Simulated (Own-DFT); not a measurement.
# Strain and stress in 4H SiC, 72 atoms (C36Si36)

These are calculations, not measurements. They come from Own-DFT, an in-house plane-wave density functional program, since retired, whose code no person has reviewed. Each row is one single-point run on a periodic cell that was not relaxed, without spin or spin-orbit coupling.

Settings of every run: PBE; PseudoDojo norm-conserving scalar-relativistic files; cutoff 42 hartree; 4 x 4 x 3 k mesh centred on Gamma; Fermi-Dirac smearing of 0.1 eV.

Known limits: forces on such cells passed a denser k mesh, each cell not checked; stress not checked against mesh or cutoff.

Unstrained cell vectors in Å: (9.248, 0.000, 0.000); (-4.624, 8.009, 0.000); (0.000, 0.000, 10.068). The unstrained cell has measured lattice constants (interpolated for alloys), not those of this functional. That, the random moves and any unrelaxed bonds set the pressure at no strain. Each run strains this cell uniformly, with the atoms carried along. Every atom was also moved at random, by a Gaussian of width 0.05 Å on each axis. Strain is the symmetric tensor, in per cent. Stress is positive in tension, and the pressure is minus a third of its trace.

| run | e_xx (%) | e_yy (%) | e_zz (%) | e_yz (%) | e_xz (%) | e_xy (%) | s_xx (GPa) | s_yy (GPa) | s_zz (GPa) | s_yz (GPa) | s_xz (GPa) | s_xy (GPa) | P (GPa) | E (meV/atom) |
|---|---|---|---|---|---|---|---|---|---|---|---|---|---|---|
| 1 | 1.09 | 0.44 | 0.04 | 0.04 | 1.00 | -0.40 | 2.57 | -1.73 | -6.17 | 0.73 | 2.90 | -2.21 | 1.78 | 0.0 |
| 2 | -1.18 | -0.06 | 1.10 | -0.74 | 0.37 | 1.96 | -12.53 | -6.35 | 0.62 | -2.70 | 1.33 | 9.82 | 6.08 | 21.6 |
| 3 | 0.14 | -1.07 | 0.56 | -1.09 | -0.24 | -0.91 | -4.04 | -11.21 | -4.00 | -3.15 | 0.12 | -4.36 | 6.42 | 23.3 |
| 4 | 1.68 | 1.30 | 1.78 | 1.74 | 0.69 | 1.46 | 6.21 | 2.90 | 4.35 | 5.04 | 2.37 | 5.45 | -4.49 | 13.7 |
| 5 | -1.22 | 0.50 | 0.79 | -0.46 | 1.47 | 1.10 | -10.26 | -4.45 | -2.16 | -1.78 | 5.50 | 5.27 | 5.62 | 27.8 |
| 6 | -1.86 | 0.86 | 1.62 | 0.56 | -0.74 | 0.00 | -13.50 | -1.66 | 2.75 | 2.41 | -2.55 | -0.22 | 4.14 | 10.0 |
| 7 | -1.04 | 1.35 | -0.71 | 0.92 | 1.29 | 1.11 | -10.27 | 0.51 | -8.96 | 3.80 | 5.90 | 4.46 | 6.24 | 15.5 |
| 8 | 0.14 | 0.86 | 1.53 | -1.64 | -1.77 | -0.39 | -1.95 | 0.53 | 1.80 | -5.76 | -4.50 | -0.98 | -0.13 | 16.6 |
| 9 | 0.10 | -1.70 | 0.22 | 0.88 | -1.02 | -1.84 | -6.51 | -15.18 | -5.51 | 3.03 | -3.48 | -8.78 | 9.07 | 37.2 |
| 10 | 1.93 | 0.55 | -0.89 | -0.61 | -1.97 | -0.69 | 4.97 | -0.11 | -11.79 | -2.09 | -7.26 | -4.10 | 2.31 | 16.4 |
| 11 | -0.66 | 0.91 | -0.22 | 0.31 | -0.39 | 1.83 | -6.39 | -1.01 | -8.38 | 1.07 | -1.68 | 9.12 | 5.26 | 7.0 |
| 12 | 0.12 | 0.89 | -1.32 | -0.47 | -1.63 | 0.79 | -4.68 | -0.51 | -13.69 | -0.86 | -5.15 | 3.41 | 6.29 | 22.0 |
| 13 | -0.49 | 1.59 | -2.00 | 0.81 | 1.02 | 1.03 | -7.89 | 2.80 | -18.57 | 2.35 | 3.02 | 5.23 | 7.89 | 29.8 |
| 14 | -0.46 | 0.98 | -1.60 | -1.65 | 1.04 | 0.55 | -9.72 | -1.17 | -14.43 | -5.94 | 4.71 | 3.38 | 8.44 | 31.8 |
| 15 | 1.36 | -0.56 | 1.35 | -0.73 | 0.92 | -0.62 | 1.00 | -4.96 | 2.41 | -2.23 | 3.46 | -2.89 | 0.52 | 5.0 |
| 16 | 0.05 | -1.18 | 0.55 | 0.11 | 1.64 | -0.16 | -6.87 | -8.93 | -4.07 | 0.85 | 6.03 | -0.67 | 6.62 | 9.5 |
| 17 | -0.36 | 0.77 | -0.55 | -0.18 | -1.99 | -1.72 | ? | ? | ? | ? | ? | ? | ? | ? |

E is the free energy for each atom above the lowest run shown.

## Worked fit

Each stress component was fitted by least squares to a constant and the strains of the runs shown, as fractions, with shears doubled. Shear strains stay in the fit of a normal stress only where such slopes are resolved. The slopes, in GPa:

| stress | at no strain | per e_xx | per e_yy | per e_zz | scatter |
|---|---|---|---|---|---|
| s_xx | -5.4 | 548 ± 28 | 119 ± 32 | 77 ± 26 | 1.15 |
| s_yy | -5.0 | 109 ± 24 | 520 ± 28 | 25 ± 22 | 0.99 |
| s_zz | -6.4 | 3 ± 19 | 23 ± 23 | 576 ± 18 | 0.81 |

Each shear stress against twice its own strain: yz 170 ± 7, xz 177 ± 9, xy 238 ± 9 GPa. These are stiffnesses along x, y and z of the frame in which the cell vectors are given, which need not be the crystal's axes. The atoms are held to the strained lattice; where symmetry lets them move under strain, relaxing them would lower some slopes. The table should be nearly symmetric about its diagonal, and what it lacks of that shows the noise. A ninth of its sum, 222 ± 5 GPa, estimates the bulk modulus near the mean pressure of these runs, 4.5 GPa, so it lies above the value at zero pressure.

## Withheld run

Question: what normal stresses and pressure should run 17 give?

The fit gives s_xx = -6.9, s_yy = -1.5, s_zz = -9.4 and P = 6.0 GPa. The calculation gave -7.39, -2.73, -8.19 and P = 6.11 GPa.
